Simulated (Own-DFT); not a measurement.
Hf$_{31}$O$_{64}$ (monoclinic hafnia with one vacancy, atoms displaced) (calculated)

All values are calculated (Own-DFT development build). A calculation, not a measurement: plane-wave density functional theory by an unreviewed code, no spin, of a simulated periodic cell, stress positive in tension, run twice, with PBE and with PBEsol, both on files made for PBE, so the change isn't that of files made for PBEsol, defect cell not probed for a lower state with spin; a neutral cation vacancy leaves holes that likely carry spin, which this run leaves out; hafnium file: forces about 75 meV/angstrom off all-electron values; oxygen file: force components 24 meV/angstrom off all-electron in one glass; forces on such cells passed a denser k mesh, this cell's mesh not checked; the far tail of each file's local potential was reset to the Coulomb form; each entry is a single point on an unrelaxed cell, so the pressure reflects the starting lattice, mostly measured values (interpolated for alloys), from which strain is counted, and rises with the displacements; printed positions are rounded, which can move forces by about a meV/angstrom; the program, named Own-DFT, is a retired in-house code; no spin-orbit coupling; stress was not checked against mesh or cutoff.

```cif
# cell vector a (Å): 10.2340 0.0000 0.0000
# cell vector b (Å): 0.0000 10.3500 0.0000
# cell vector c (Å): -1.6955 0.0000 10.4453
data_Hf31O64
_symmetry_space_group_name_H-M 'P 1'
_symmetry_Int_Tables_number 1
_cell_length_a 10.2340
_cell_length_b 10.3500
_cell_length_c 10.5820
_cell_angle_alpha 90.000
_cell_angle_beta 99.220
_cell_angle_gamma 90.000
_cell_volume 1106.39
loop_
_atom_site_label
_atom_site_type_symbol
_atom_site_fract_x
_atom_site_fract_y
_atom_site_fract_z
_atom_site_occupancy
Hf1 Hf 0.14314 0.02249 0.11780 1
Hf2 Hf 0.35927 0.26239 0.13867 1
Hf3 Hf 0.37202 0.48732 0.39277 1
Hf4 Hf 0.12906 0.22342 0.35634 1
O1 O 0.03273 0.16603 0.17496 1
O2 O 0.47125 0.40867 0.08175 1
O3 O 0.46387 0.31739 0.32290 1
O4 O 0.04054 0.08585 0.41945 1
O5 O 0.19875 0.36992 0.24073 1
O6 O 0.27778 0.12758 0.00250 1
O7 O 0.27437 0.12837 0.26151 1
O8 O 0.23370 0.37088 0.48694 1
Hf5 Hf 0.13690 0.01371 0.60890 1
Hf6 Hf 0.37380 0.26835 0.63738 1
Hf7 Hf 0.36562 0.48636 0.88935 1
Hf8 Hf 0.13789 0.22916 0.84418 1
O9 O 0.03251 0.17303 0.67347 1
O10 O 0.45555 0.40839 0.56988 1
O11 O 0.46353 0.32463 0.82621 1
O12 O 0.05017 0.09488 0.92768 1
O13 O 0.22375 0.38440 0.73900 1
O14 O 0.27667 0.12806 0.51760 1
O15 O 0.26831 0.10960 0.76167 1
O16 O 0.23359 0.37091 0.98961 1
Hf9 Hf 0.13351 0.52678 0.09771 1
Hf10 Hf 0.36123 0.77516 0.14215 1
Hf11 Hf 0.36950 0.96482 0.39853 1
Hf12 Hf 0.14305 0.73841 0.35839 1
O17 O 0.04697 0.66386 0.17677 1
O18 O 0.45809 0.90240 0.08810 1
O19 O 0.46070 0.84039 0.32798 1
O20 O 0.04554 0.58648 0.42345 1
O21 O 0.23063 0.88231 0.23205 1
O22 O 0.24878 0.62114 0.00697 1
O23 O 0.27208 0.61231 0.27179 1
O24 O 0.22173 0.86767 0.48914 1
Hf13 Hf 0.13339 0.52135 0.60977 1
Hf14 Hf 0.37647 0.77232 0.63784 1
Hf15 Hf 0.36317 0.97328 0.88513 1
Hf16 Hf 0.14780 0.72204 0.87123 1
O25 O 0.02253 0.66884 0.66825 1
O26 O 0.45893 0.90664 0.58173 1
O27 O 0.46448 0.84266 0.83196 1
O28 O 0.03750 0.58687 0.92758 1
O29 O 0.21865 0.88575 0.74170 1
O30 O 0.26185 0.62619 0.51068 1
O31 O 0.26694 0.61388 0.76621 1
O32 O 0.22284 0.88411 0.98647 1
Hf17 Hf 0.63938 0.03041 0.09984 1
Hf18 Hf 0.85451 0.26468 0.13637 1
Hf19 Hf 0.86866 0.47679 0.38615 1
Hf20 Hf 0.64867 0.22565 0.35471 1
O33 O 0.53894 0.18024 0.17610 1
O34 O 0.94707 0.40779 0.07488 1
O35 O 0.96573 0.33567 0.33059 1
O36 O 0.53819 0.08310 0.42354 1
O37 O 0.72425 0.36495 0.23678 1
O38 O 0.78348 0.12356 0.00743 1
O39 O 0.78458 0.12040 0.26811 1
O40 O 0.72882 0.38659 0.49043 1
Hf21 Hf 0.62993 0.01162 0.59692 1
Hf22 Hf 0.85496 0.26133 0.63403 1
Hf23 Hf 0.87355 0.49991 0.89797 1
Hf24 Hf 0.63880 0.23252 0.84422 1
O41 O 0.54423 0.16976 0.66400 1
O42 O 0.96378 0.41958 0.56893 1
O43 O 0.97459 0.34012 0.82689 1
O44 O 0.53417 0.09066 0.93422 1
O45 O 0.72438 0.37634 0.74409 1
O46 O 0.77709 0.13700 0.50711 1
O47 O 0.78522 0.12104 0.75065 1
O48 O 0.70804 0.37861 0.98050 1
Hf25 Hf 0.62844 0.52678 0.11720 1
Hf26 Hf 0.85893 0.98684 0.39147 1
Hf27 Hf 0.64014 0.72989 0.36124 1
O49 O 0.54658 0.66771 0.18035 1
O50 O 0.94909 0.92352 0.06722 1
O51 O 0.96940 0.82993 0.32097 1
O52 O 0.52909 0.58959 0.41655 1
O53 O 0.71241 0.86851 0.23905 1
O54 O 0.77936 0.62720 0.99754 1
O55 O 0.77733 0.61299 0.27062 1
O56 O 0.71944 0.86958 0.48684 1
Hf28 Hf 0.63576 0.52180 0.61759 1
Hf29 Hf 0.85818 0.76406 0.64882 1
Hf30 Hf 0.85412 0.98430 0.90059 1
Hf31 Hf 0.63389 0.74022 0.85863 1
O57 O 0.53663 0.66852 0.67083 1
O58 O 0.97471 0.91823 0.57023 1
O59 O 0.97756 0.82770 0.81884 1
O60 O 0.53562 0.58902 0.92053 1
O61 O 0.71912 0.88220 0.74288 1
O62 O 0.76436 0.63357 0.51598 1
O63 O 0.78009 0.62416 0.77355 1
O64 O 0.71714 0.86445 0.98955 1
_calc_functional 'PBE, then PBEsol'
_calc_potential_files 'PseudoDojo norm-conserving, scalar-relativistic, standard set'
_calc_wave_cutoff 72  # hartree
_calc_occupations 'Fermi-Dirac'
_calc_smearing_width 0.1  # eV
_calc_k_mesh '2 x 2 x 2 centred on Gamma'
_calc_rms_change_of_force_components_from_PBE_to_PBEsol ?
```

Question: What rms change of force components from PBE to PBEsol does the calculation give for Hf$_{31}$O$_{64}$ (monoclinic hafnia with one vacancy, atoms displaced)?
Answer: 0.064 eV/Å

Question: Give the table of force values for Hf$_{31}$O$_{64}$ (monoclinic hafnia with one vacancy, atoms displaced).
Answer: 
Force:
| force element | PBE force x (eV/Å) | PBE force y (eV/Å) | PBE force z (eV/Å) | PBEsol force x (eV/Å) | PBEsol force y (eV/Å) | PBEsol force z (eV/Å) |
| --- | --- | --- | --- | --- | --- | --- |
| Hf | -1.231 | 0.958 | -3.433 | -1.179 | 0.991 | -3.389 |
| Hf | -1.043 | 1.31 | 0.727 | -1.006 | 1.311 | 0.735 |
| Hf | -2.812 | -3.943 | -0.483 | -2.773 | -3.878 | -0.433 |
| Hf | 3.372 | 3.514 | 0.12 | 3.317 | 3.42 | 0.065 |
| O | -0.596 | -0.486 | -0.353 | -0.566 | -0.466 | -0.29 |
| O | -0.448 | 1.379 | -0.512 | -0.426 | 1.35 | -0.524 |
| O | -0.604 | 2.108 | 1.216 | -0.569 | 2.031 | 1.121 |
| O | -2.682 | -2.751 | 0.819 | -2.629 | -2.688 | 0.827 |
| O | 1.688 | 1.159 | -1.583 | 1.676 | 1.108 | -1.549 |
| O | 0.621 | -0.198 | 1.613 | 0.541 | -0.188 | 1.588 |
| O | 0.34 | -1.815 | 0.248 | 0.254 | -1.762 | 0.203 |
| O | -1.091 | -0.159 | 0.03 | -0.995 | -0.158 | 0.035 |
| Hf | 1.124 | 2.216 | -0.331 | 1.13 | 2.193 | -0.336 |
| Hf | -4.11 | -0.882 | 0.722 | -4.006 | -0.809 | 0.702 |
| Hf | -0.165 | -3.5 | 1.183 | -0.199 | -3.467 | 1.158 |
| Hf | 0.916 | 1.228 | 1.476 | 0.869 | 1.149 | 1.425 |
| O | 0.227 | -1.196 | -1.558 | 0.22 | -1.15 | -1.461 |
| O | 3.757 | 3.189 | 0.625 | 3.645 | 3.114 | 0.576 |
| O | -0.264 | 0.837 | -0.356 | -0.232 | 0.806 | -0.406 |
| O | -2.756 | -1.848 | 0.385 | -2.642 | -1.796 | 0.412 |
| O | 0.943 | -0.802 | -0.293 | 0.966 | -0.758 | -0.282 |
| O | 0.316 | -0.879 | -0.293 | 0.247 | -0.84 | -0.264 |
| O | 1.19 | 1.072 | -0.619 | 1.08 | 1.011 | -0.587 |
| O | -0.181 | 0.419 | -0.415 | -0.099 | 0.414 | -0.414 |
| Hf | -2.185 | -4.549 | 4.867 | -2.136 | -4.35 | 4.75 |
| Hf | -1.325 | -2.633 | 1.272 | -1.302 | -2.456 | 1.295 |
| Hf | -3.274 | 5.523 | -0.731 | -3.196 | 5.342 | -0.695 |
| Hf | -2.264 | -2.856 | -1.96 | -2.216 | -2.861 | -1.926 |
| O | 0.119 | 0.492 | -0.108 | 0.295 | 0.392 | -0.045 |
| O | 3.199 | 3.62 | -1.874 | 3.093 | 3.507 | -1.855 |
| O | 2.008 | -2.977 | -0.604 | 1.938 | -2.91 | -0.632 |
| O | -1.616 | -0.291 | -0.343 | -1.552 | -0.295 | -0.28 |
| O | -0.167 | -0.886 | 1.536 | -0.086 | -0.86 | 1.494 |
| O | 6.2 | 1.776 | 1.645 | 5.968 | 1.734 | 1.564 |
| O | 0.865 | 1.516 | -1.766 | 0.783 | 1.483 | -1.684 |
| O | 1.351 | 1.25 | 0.617 | 1.388 | 1.221 | 0.592 |
| Hf | 0.061 | -0.423 | -1.466 | 0.065 | -0.367 | -1.47 |
| Hf | -6.929 | -4.619 | 2.476 | -6.761 | -4.475 | 2.438 |
| Hf | -3.727 | 4.034 | 2.671 | -3.713 | 3.92 | 2.621 |
| Hf | -1.633 | 4.367 | -4.769 | -1.587 | 4.216 | -4.682 |
| O | 1.536 | -1.414 | 0.356 | 1.483 | -1.373 | 0.384 |
| O | 3.521 | 4.329 | -1.715 | 3.453 | 4.24 | -1.744 |
| O | 1.521 | -2.825 | -2.073 | 1.491 | -2.768 | -2.069 |
| O | -0.45 | 0.229 | -0.891 | -0.426 | 0.214 | -0.813 |
| O | 1.41 | -2.583 | -0.108 | 1.434 | -2.473 | -0.1 |
| O | 2.813 | 1.126 | 1.412 | 2.68 | 1.102 | 1.359 |
| O | 0.619 | 1.886 | -0.167 | 0.525 | 1.802 | -0.113 |
| O | 0.126 | -2.126 | 0.148 | 0.193 | -2.086 | 0.137 |
| Hf | -0.514 | -3.093 | 1.639 | -0.494 | -2.978 | 1.56 |
| Hf | 0.616 | 1.891 | 0.87 | 0.596 | 1.902 | 0.882 |
| Hf | -0.38 | 1.52 | 1.122 | -0.386 | 1.422 | 1.132 |
| Hf | -2.261 | 2.883 | -0.414 | -2.203 | 2.787 | -0.454 |
| O | 1.877 | -2.998 | -1.086 | 1.844 | -2.903 | -1.015 |
| O | 1.87 | 1.528 | -0.232 | 1.795 | 1.485 | -0.267 |
| O | 0.019 | -1.32 | -1.036 | 0.014 | -1.293 | -1.048 |
| O | -0.655 | -1.354 | 0.207 | -0.625 | -1.359 | 0.271 |
| O | -0.073 | 0.77 | -0.002 | -0.018 | 0.719 | 0.006 |
| O | -1.216 | 0.786 | -0.116 | -1.232 | 0.739 | -0.097 |
| O | -0.545 | 0.248 | -1.973 | -0.591 | 0.268 | -1.907 |
| O | -1.097 | -1.473 | -0.322 | -0.989 | -1.451 | -0.307 |
| Hf | 2.351 | 1.398 | 0.96 | 2.306 | 1.414 | 0.9 |
| Hf | 1.566 | 3.713 | 2.779 | 1.514 | 3.637 | 2.742 |
| Hf | -3.033 | -4.245 | 0.339 | -3.003 | -4.144 | 0.369 |
| Hf | 0.324 | 1.174 | 1.823 | 0.306 | 1.172 | 1.755 |
| O | 0.23 | -1.006 | 0.031 | 0.222 | -0.962 | 0.071 |
| O | -0.053 | -0.738 | 1.032 | -0.045 | -0.69 | 0.947 |
| O | -1.043 | 0.637 | -0.33 | -0.994 | 0.586 | -0.356 |
| O | 0.159 | -0.393 | -1.079 | 0.179 | -0.418 | -0.997 |
| O | 0.047 | 0.625 | -1.474 | 0.059 | 0.593 | -1.46 |
| O | -0.41 | -2.347 | -1.094 | -0.445 | -2.281 | -1.086 |
| O | -0.976 | -0.25 | 0.493 | -1.011 | -0.211 | 0.467 |
| O | 0.348 | -1.375 | 0.31 | 0.377 | -1.372 | 0.296 |
| Hf | 4.218 | -2.146 | -1.976 | 4.107 | -2.093 | -1.957 |
| Hf | 1.831 | -4.146 | -0.271 | 1.779 | -4.075 | -0.245 |
| Hf | 2.853 | -0.218 | -2.219 | 2.826 | -0.247 | -2.197 |
| O | -3.627 | 1.914 | -0.194 | -3.516 | 1.877 | -0.129 |
| O | 2.175 | 0.723 | 0.885 | 2.162 | 0.863 | 0.72 |
| O | -0.759 | 1.927 | 1.247 | -0.663 | 1.893 | 1.298 |
| O | 0.416 | -0.091 | 1.567 | 0.401 | -0.097 | 1.561 |
| O | -0.264 | 2.433 | 0.755 | -0.308 | 2.413 | 0.81 |
| O | -1.657 | -0.142 | 1.217 | -1.693 | -0.236 | 1.045 |
| O | -1.379 | -0.227 | -0.053 | -1.483 | -0.303 | 0.028 |
| O | 0.363 | 1.769 | 1.297 | 0.383 | 1.731 | 1.264 |
| Hf | 1.953 | -1.952 | -1.847 | 1.948 | -1.861 | -1.838 |
| Hf | 0.894 | 1.449 | 0.106 | 0.881 | 1.408 | 0.145 |
| Hf | 2.556 | -2.388 | -0.483 | 2.452 | -2.356 | -0.392 |
| Hf | 2.816 | -1.542 | 1.91 | 2.8 | -1.537 | 1.864 |
| O | -0.109 | 0.173 | 0.256 | -0.104 | 0.19 | 0.279 |
| O | -2.974 | -1.38 | -0.203 | -2.88 | -1.306 | -0.231 |
| O | -1.741 | 1.489 | 1.152 | -1.696 | 1.381 | 1.072 |
| O | -1.09 | -0.026 | 0.338 | -1.066 | -0.041 | 0.364 |
| O | -0.046 | -0.196 | -0.514 | -0.007 | -0.209 | -0.497 |
| O | -0.142 | -0.414 | 0.911 | -0.218 | -0.385 | 0.91 |
| O | -1.087 | 1.26 | -3.192 | -1.102 | 1.244 | -3.116 |
| O | -0.641 | 2.246 | -0.5 | -0.62 | 2.243 | -0.599 |

Further results for Hf$_{31}$O$_{64}$ (monoclinic hafnia with one vacancy, atoms displaced):

- PBE pressure: 9.41 GPa
- PBE stress xx: -9.52 GPa
- PBE stress yy: -9.99 GPa
- PBE stress zz: -8.72 GPa
- PBE stress yz: 0.93 GPa
- PBE stress xz: -0.83 GPa
- PBE stress xy: -1.05 GPa
- PBEsol pressure: 3.06 GPa
- PBEsol stress xx: -3.18 GPa
- PBEsol stress yy: -3.65 GPa
- PBEsol stress zz: -2.37 GPa
- PBEsol stress yz: 0.86 GPa
- PBEsol stress xz: -0.45 GPa
- PBEsol stress xy: -1.07 GPa
